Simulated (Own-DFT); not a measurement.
# Computed records: SiC (4H silicon carbide, atoms displaced), AlN (wurtzite, atoms displaced)

A calculation, not a measurement: plane-wave PBE density functional theory by an unreviewed code, no spin, of a simulated periodic cell, stress positive in tension, free energy of the whole cell less one offset for each atom, forces on such cells passed a denser k mesh, this cell's mesh not checked; offsets are fitted by least squares, one for each functional and potential file, so energies compare only between cells with the same atoms and settings and are not formation energies; the far tail of each file's local potential was reset to the Coulomb form; each entry is a single point on an unrelaxed cell, so the pressure reflects the starting lattice, mostly measured values (interpolated for alloys), from which strain is counted, and rises with the displacements; printed positions are rounded, which can move forces by about a meV/angstrom; the program, named Own-DFT, is a retired in-house code; no spin-orbit coupling; before rounding, a Quantum ESPRESSO 7.3.1 run of the same cell and cutoff gave forces within 1 meV/angstrom rms on each cell, which checks the program and not the settings. Program: Own-DFT development build.

Settings shared by all entries: functional PBE; potential files PseudoDojo norm-conserving, scalar-relativistic, standard set; wave cutoff 42 hartree; occupations Fermi-Dirac; smearing width 0.1 eV.

(1) 
```xyz
32
Lattice="6.1654 0.0000 0.0000 -3.0827 5.3394 0.0000 0.0000 0.0000 10.0681" Properties=species:S:1:pos:R:3:force_x:R:1:force_y:R:1:force_z:R:1 formula=SiC k_mesh=5_x_5_x_3_centred_on_Gamma free_energy_of_cell_above_offsets=5.607 pressure=10.19 stress_xx=-13.11 stress_yy=-7.09 stress_zz=-10.38 stress_yz=3.04 stress_xz=2.98 stress_xy=-4.33
Si     0.0992     0.1136     4.1340     -2.358      -3.08     -0.629
Si    -0.0914     1.7414     1.4507      0.742     -1.195       2.34
C      3.0389     5.2211     1.0523      0.962      1.211      -2.34
C     -0.0105     1.7643     3.5438      1.047       2.24     -2.372
Si     4.6025     2.6940     4.1692      3.077     -2.197      3.079
Si    -1.3659     4.7148     1.5938     -4.635     -3.399      1.252
C      4.4681     2.6497     0.9209      10.14      6.334     -1.468
C     -1.5465     4.3259     3.5426       0.77      4.588     -0.913
Si    -0.0377     5.2981     4.2127      2.108     -0.182     -3.155
Si     3.2808     1.8242     1.4797     -9.115     -4.081        6.1
C      3.1416     0.1200     0.9236      1.483     -1.876     -0.248
C      3.2714     1.7366     3.6396     -4.554     -0.773      -3.46
Si     1.6028     2.6699     4.0338      0.006      0.559      1.684
Si     1.5072     4.3083     1.5917      0.841      1.837      0.321
C      1.5320     2.5691     0.8956     -0.354      0.375      1.328
C      1.5458     4.4982     3.4517      0.131     -1.024      0.998
Si     3.0067     5.1128     8.9319      0.872      2.281      3.145
Si     3.1621     3.6610     6.6322       0.09     -4.711     -0.865
C     -0.0103     0.0962     6.0822      2.102     -3.037     -2.455
C      3.0974     3.3269     8.4584      1.255      2.332      0.802
Si    -1.4412     2.6921     9.2555     -0.387     -0.452      -5.32
Si     4.6648     0.7006     6.6991     -1.863       5.11      0.664
C     -1.4027     2.5013     6.1999     -1.141      3.969     -2.784
C      4.4092     0.8479     8.5056       6.86      1.613     -0.094
Si     3.0513     0.0892     9.1270      0.681     -4.918      1.849
Si     0.0903     3.7125     6.6266     -1.233     -4.485     -2.581
C      3.1597     0.0575     5.9690     -1.262      -1.24      0.227
C      0.1312     3.6350     8.3362     -0.708     -1.013      7.213
Si     1.5912     2.6585     9.1544      -1.68      -1.77     -2.604
Si     1.5734     0.7925     6.4851      0.987      4.149      3.631
C      1.5452     2.7190     6.0355      1.534      -0.29     -1.586
C      1.6421     0.6791     8.4708     -6.392      3.124     -1.758
```

Units: free_energy_of_cell_above_offsets in eV; pressure, stress_xx, stress_yy, stress_zz, stress_yz, stress_xz, stress_xy in GPa; force_x, force_y, force_z in eV/Å.

(2) 
```xyz
32
Lattice="6.1654 0.0000 0.0000 -3.0827 5.3394 0.0000 0.0000 0.0000 10.0681" Properties=species:S:1:pos:R:3:force_x:R:1:force_y:R:1:force_z:R:1 formula=SiC k_mesh=5_x_5_x_3_centred_on_Gamma free_energy_of_cell_above_offsets=7.544 pressure=13.99 stress_xx=-17.42 stress_yy=-8.12 stress_zz=-16.42 stress_yz=1.02 stress_xz=1.44 stress_xy=1.75
Si     3.1938     5.1465     4.0243     -1.592      3.962     -0.076
Si    -0.0800     1.7888     1.6248       3.43     -2.869     -3.978
C      3.1201     5.1507     0.8501     -1.582      1.931      4.157
C      0.0154     1.8296     3.3263      1.209     -1.236      4.353
Si     4.6544     2.5334     3.9939     -1.029      1.398      1.921
Si    -1.4000     4.3601     1.5698     -9.354     -2.495      1.025
C     -1.4552     2.6461     0.9134     -2.368     -0.796      2.418
C     -1.4871     4.4384     3.3720      0.399      -2.34      1.949
Si     0.0406     5.3101     4.0063      0.493     -0.486      1.847
Si     3.0231     1.8071     1.4569      0.636     -1.426      2.853
C     -0.1290     5.1890     1.1747      4.045      8.558     -5.762
C      3.0513     1.6887     3.5444     -0.421      3.109     -1.746
Si     1.4917     2.7996     4.2851       0.98     -2.874     -6.377
Si     1.3150     4.4550     1.4612      7.971     -3.019      1.793
C      1.5739     2.6197     0.7623     -2.134      0.675      6.152
C      1.6091     4.4117     3.4458     -0.664      0.376     -0.463
Si     3.0324     5.3330     9.2050      0.475      1.829     -2.846
Si     3.2284     3.6709     6.5708     -1.236     -0.112       1.27
C      0.0984     0.2806     5.9186     -0.609     -6.059     -2.211
C      3.0870     3.6842     8.4585      0.854     -1.397      0.199
Si    -1.5094     2.6373     9.2737      0.463       1.95     -6.471
Si     4.8145     0.7929     6.7152     -4.768      2.655     -2.318
C     -1.4881     2.6625     6.1821     -1.395     -1.441     -4.154
C      4.5590     0.9852     8.4410      0.279     -1.686      3.744
Si     2.8775     0.1340     8.8701      7.238     -5.533      1.717
Si     0.0355     3.4846     6.4512     -3.732      5.129      4.786
C      0.1037     5.3246     5.9444     -0.695      0.406     -0.202
C      0.0278     3.5539     8.4004     -0.745      1.187      1.584
Si     1.5978     2.8855     9.1888     -1.441     -1.706     -6.162
Si     1.5074     1.0398     6.4966      4.944       -2.6      3.575
C      1.3885     2.6835     5.9805      6.502        0.6      0.232
C      1.5298     0.9387     8.5685     -6.153      4.307     -2.813
```

Units: free_energy_of_cell_above_offsets in eV; pressure, stress_xx, stress_yy, stress_zz, stress_yz, stress_xz, stress_xy in GPa; force_x, force_y, force_z in eV/Å.

(3) 
```xyz
32
Lattice="6.1654 0.0000 0.0000 -3.0827 5.3394 0.0000 0.0000 0.0000 10.0681" Properties=species:S:1:pos:R:3:force_x:R:1:force_y:R:1:force_z:R:1 formula=SiC k_mesh=5_x_5_x_3_centred_on_Gamma free_energy_of_cell_above_offsets=6.844 pressure=13.35 stress_xx=-13.36 stress_yy=-16.48 stress_zz=-10.2 stress_yz=1.97 stress_xz=2.69 stress_xy=-3.39
Si    -2.9190     5.3308     3.9789     -5.661       0.42      3.867
Si     0.0674     1.8699     1.5029     -5.818     -4.762      3.902
C      0.2059     0.0874     0.9620     -4.238     -0.305     -1.109
C     -0.0694     1.8041     3.6966     -3.209     -3.654     -4.371
Si     4.6253     2.6569     4.2704     -2.123     -0.183     -2.623
Si    -1.4725     4.5043     1.4831     -0.502     -2.724      2.448
C      4.6258     2.5493     0.9164      1.944       3.26      1.182
C     -1.6027     4.3555     3.5940      4.888      0.207     -3.424
Si     0.0279     5.2890     4.0929     -1.281      2.185      0.585
Si     3.1594     1.9018     1.5385     -3.673     -1.978      2.793
C      3.0158     0.0267     0.7774      1.689      1.076      8.083
C      3.0662     1.9370     3.5174     -0.873     -2.836     -1.426
Si     1.2981     2.6506     3.9194      8.157      2.232      4.678
Si     1.4584     4.4848     1.4229      1.837      0.886      2.323
C      1.3494     2.6978     1.0139      8.186      2.966     -3.496
C      1.4795     4.4044     3.5774      1.576      1.554       -3.6
Si    -0.0022     0.0703     9.0203     -0.434     -2.455      1.927
Si     3.0790     3.5714     6.6298     -1.506     -3.781      1.608
C      3.1490     5.1219     5.9876      0.544      7.086     -0.987
C      3.0760     3.5899     8.5265      0.552     -1.294      1.042
Si    -1.4123     2.5423     9.2185     -3.023       3.54      -1.96
Si     4.5710     0.9570     6.5843      2.856     -4.064      2.303
C      4.5695     2.5787     6.0122      0.291      3.191      1.368
C      4.5572     0.9032     8.6566      0.418     -1.537     -3.076
Si     2.9831     0.1135     9.2347      2.497     -3.555     -6.703
Si    -0.2095     3.6683     6.6717      3.586     -3.857      0.959
C      0.1859     5.2423     5.9990     -3.427      2.357     -0.393
C     -0.0581     3.4818     8.5495      1.298      1.682     -0.063
Si     1.5482     2.4782     9.0895     -0.416      8.727      1.268
Si     1.6268     0.9495     6.7360      -0.87     -1.902     -3.143
C      1.5721     2.6254     6.1135     -1.927      1.096     -1.645
C      1.5751     0.9102     8.5761      -1.34     -3.582     -2.317
```

Units: free_energy_of_cell_above_offsets in eV; pressure, stress_xx, stress_yy, stress_zz, stress_yz, stress_xz, stress_xy in GPa; force_x, force_y, force_z in eV/Å.

(4) 
```xyz
128
Lattice="12.4480 0.0000 0.0000 -6.2240 10.7803 0.0000 0.0000 0.0000 9.9640" Properties=species:S:1:pos:R:3:force_x:R:1:force_y:R:1:force_z:R:1 formula=AlN k_mesh=2_x_2_x_2_centred_on_Gamma free_energy_of_cell_above_offsets=-62.270 pressure=3.77 stress_xx=-3.79 stress_yy=-4 stress_zz=-3.5 stress_yz=-0.22 stress_xz=0.36 stress_xy=-0.05
Al     0.0151     1.8168     9.9451     -0.363     -0.494       0.38
Al     1.5512     0.8927     2.4975      -0.12     -0.016     -0.368
N     -0.0320     1.8063     1.8995      0.863      0.061     -0.436
N      1.5560     0.8823     4.3602      0.162      0.312      0.846
Al     0.0126     1.8283     4.9805     -0.008     -1.464      0.003
Al     1.5670     0.9080     7.4846      0.292      0.084     -0.578
N     -0.0040     1.7961     6.8810      0.394      0.343      0.236
N      1.5583     0.8998     9.3596     -0.303      0.032      0.295
Al    -1.5602     4.5109     9.9461     -0.246     -0.329      0.148
Al    -0.0076     3.6105     2.4283      0.262     -0.954      1.435
N     -1.5124     4.4967     1.9032     -0.986      0.325     -0.463
N     -0.0097     3.5406     4.4078      0.138      1.492     -0.929
Al    -1.5439     4.4663     4.9756     -0.442     -0.051     -0.062
Al    -0.0053     3.5957     7.5034      0.262       0.13     -1.377
N     -1.5617     4.4991     6.8593      0.272     -0.265      0.635
N      0.0118     3.6160     9.3446     -0.456     -0.169      0.813
Al    -3.0781     7.1767     9.9633     -0.597      0.471     -0.055
Al    -1.5471     6.2774     2.5037      0.111      0.445     -0.014
N     -3.1247     7.1837     1.9009      0.725     -0.488      0.037
N     -1.5694     6.2634     4.4052      0.596      0.022     -0.284
Al    -3.1017     7.1507     4.9477     -0.048      0.815      1.073
Al    -1.5173     6.2754     7.4858     -1.069      0.234     -0.558
N     -3.0993     7.2006     6.8967      0.079     -0.781     -0.384
N     -1.5469     6.3059     9.3649      0.265     -0.478      0.256
Al    -4.6735     9.8539     9.9233     -0.156      0.396      0.631
Al    -3.1046     8.9524     2.4630     -0.349      0.699      0.568
N     -4.6563     9.8769     1.8816     -0.272     -0.104      0.063
N     -3.0948     8.9904     4.4153     -0.494     -0.641     -0.625
Al    -4.6646     9.8713     4.9797      0.096      0.321      0.023
Al    -3.1337     8.9571     7.4698      0.736      0.572      0.025
N     -4.6589     9.8874     6.8955      0.122      0.234     -0.291
N     -3.1258     8.9848     9.3783      0.597     -0.319      -0.11
Al     3.0784     1.8169     0.0013      0.839     -0.798      0.154
Al     4.6515     0.8893     2.5265     -0.051     -0.013      -0.08
N      3.1084     1.7909     1.9145     -0.007      0.183     -0.201
N      4.6686     0.8999     4.4448     -0.081     -0.139     -0.794
Al     3.1351     1.8207     4.9987     -0.617     -0.544     -0.138
Al     4.7148     0.8848     7.4833     -0.871      0.381     -0.167
N      3.1347     1.8004     6.8713       -0.3       0.02      0.675
N      4.6525     0.8978     9.3626       0.31      0.046      0.501
Al     1.5184     4.4923     0.0145      1.051      0.406      -0.09
Al     3.1389     3.5900     2.4676     -0.401     -0.079      0.587
N      1.5363     4.4794     1.9232      0.632      0.236     -0.495
N      3.1000     3.5921     4.4199      0.455       0.27      -0.94
Al     1.5527     4.4981     4.9509     -0.152     -0.179      0.459
Al     3.1134     3.6069     7.4996      0.111      -0.32     -0.481
N      1.5603     4.5011     6.8676     -0.239     -0.216       0.45
N      3.1273     3.5870     9.4098      -0.81      0.495     -0.234
Al     0.0086     7.1838     9.9413     -0.044      0.259      0.859
Al     1.5532     6.2824     2.4770     -0.015      0.286      0.507
N      0.0055     7.1970     1.9384     -0.289     -0.037     -0.881
N      1.5683     6.2878     4.4028     -0.306      0.172     -0.314
Al     0.0056     7.2182     4.9813     -0.044     -0.471     -0.155
Al     1.5569     6.2817     7.4864      0.169      0.105      -0.43
N     -0.0102     7.1723     6.9087      0.446      0.215     -0.461
N      1.5612     6.3149     9.3832      -0.14     -0.697      0.005
Al    -1.5290     9.8616     9.9390     -0.973      0.714      0.358
Al    -0.0320     9.0224     2.4752      0.448     -0.499     -0.056
N     -1.5845     9.8840     1.9134      0.289      0.085     -0.568
N     -0.0057     8.9867     4.3305      0.145      0.284      1.354
Al    -1.5758     9.8752     4.9919       0.68      0.153      0.129
Al    -0.0069     8.9569     7.4813      0.073      0.456     -0.169
N     -1.5268     9.8956     6.8958     -0.472     -0.695     -0.035
N     -0.0031     8.9808     9.3719      0.225     -0.272      0.154
Al     6.2549     1.7830     9.9477     -1.201      0.359      0.211
Al     7.7909     0.8958     2.4362      0.153      0.309       1.34
N      6.2051     1.7759     1.9241      0.212       0.23     -0.634
N      7.7967     0.9464     4.4234     -0.411     -1.057     -0.556
Al     6.2150     1.7930     4.9852      0.363      0.025      0.058
Al     7.8016     0.9176     7.4697     -0.931     -0.233     -0.466
N      6.1859     1.8300     6.8724      1.146      -0.41      0.241
N      7.7512     0.9165     9.3410      1.053     -0.534      0.613
Al     4.6577     4.4945     0.0059      0.559      -0.01     -0.712
Al     6.2426     3.5796     2.4564      -0.06      0.117      0.656
N      4.6816     4.5076     1.8651      0.073     -0.386      0.646
N      6.2137     3.5865     4.4022      0.104      0.144     -0.748
Al     4.6867     4.4689     4.9822     -0.536      0.687      0.337
Al     6.2551     3.5959     7.4746     -0.745      0.129     -0.381
N      4.6661     4.4930     6.8944      0.137      -0.07      0.017
N      6.2491     3.5965     9.3356     -0.476     -0.083      1.113
Al     3.0984     7.2182     9.9490       0.55     -0.352      0.298
Al     4.6687     6.2770     2.4728      0.099      0.724       0.38
N      3.0915     7.2018     1.9015       0.35     -0.501       -0.2
N      4.6608     6.3202     4.4155      0.372     -0.808     -0.731
Al     3.1256     7.1875     4.9905     -0.352      0.306      0.034
Al     4.6627     6.2788     7.4840     -0.048      0.371       -0.6
N      3.0863     7.2118     6.8799      0.312     -0.451      0.334
N      4.6701     6.2843     9.3625     -0.263      0.056      0.411
Al     1.5374     9.8828     0.0033      0.499      0.101     -0.163
Al     3.0811     8.9660     2.5112      0.497      0.617     -0.079
N      1.5551     9.8897     1.9136     -0.341     -0.164     -0.547
N      3.1125     9.0094     4.4045       0.35     -0.511      0.072
Al     1.5852     9.8794     5.0070     -0.727      0.574     -0.351
Al     3.0971     8.9884     7.4853      0.528      0.016     -0.234
N      1.5490     9.8701     6.9160     -0.078      0.305     -0.307
N      3.1153     8.9779     9.3607     -0.336      0.591      0.407
Al     9.3807     1.7859     9.9389     -1.146      0.135      0.908
Al    10.9277     0.8823     2.5204     -0.901       0.26     -0.205
N      9.3484     1.7948     1.9209      0.153      0.313     -0.534
N     10.9019     0.8710     4.3999      0.133      0.573      0.451
Al     9.3399     1.7896     5.0114       0.14     -0.129     -0.746
Al    10.9174     0.9193     7.4564     -0.586     -0.529      0.304
N      9.3224     1.8033     6.8767      0.679      0.042      0.476
N     10.8769     0.9133     9.3993      0.974     -0.028     -0.988
Al     7.7713     4.4618     0.0171      0.454      0.704      -0.52
Al     9.3590     3.6136     2.5013     -0.006     -0.858      0.093
N      7.8183     4.5003     1.9025     -0.439     -0.216      0.084
N      9.2818     3.5733     4.4138      1.148      0.478     -0.322
Al     7.7633     4.4818     4.9779     -0.129      0.266      0.275
Al     9.3417     3.6006     7.4542     -0.314      0.069      0.125
N      7.7685     4.4986     6.8794      0.498     -0.087     -0.028
N      9.3294     3.5601     9.3761      0.398      0.779     -0.199
Al     6.2348     7.1680     9.9276      0.092      0.435      0.346
Al     7.8192     6.2711     2.5197     -0.813      0.399     -0.301
N      6.2509     7.1923     1.8924     -0.186     -0.577      0.026
N      7.7769     6.3103     4.4199      0.067     -0.634     -0.594
Al     6.2330     7.2001     4.9704     -0.361     -0.066       0.47
Al     7.7819     6.2773     7.4884      0.089      0.399     -0.552
N      6.2179     7.1702     6.8683      0.241      0.498      0.408
N      7.8233     6.3125     9.3629     -0.438      -0.85      0.422
Al     4.6560     9.9140     0.0012      0.136     -0.614     -0.048
Al     6.2418     8.9573     2.5045     -0.512      0.768     -0.586
N      4.6237     9.9164     1.8867      0.714      -1.05      0.369
N      6.2060     8.9995     4.3983      0.849     -0.496     -0.227
Al     4.7120     9.8708     4.9936     -1.018      0.343      0.419
Al     6.2619     9.0187     7.4880     -0.735     -0.986     -0.528
N      4.6888     9.8767     6.9250     -0.274      0.316     -0.527
N      6.2061     8.9834     9.3386      0.115      0.011      0.835
```

Units: free_energy_of_cell_above_offsets in eV; pressure, stress_xx, stress_yy, stress_zz, stress_yz, stress_xz, stress_xy in GPa; force_x, force_y, force_z in eV/Å.
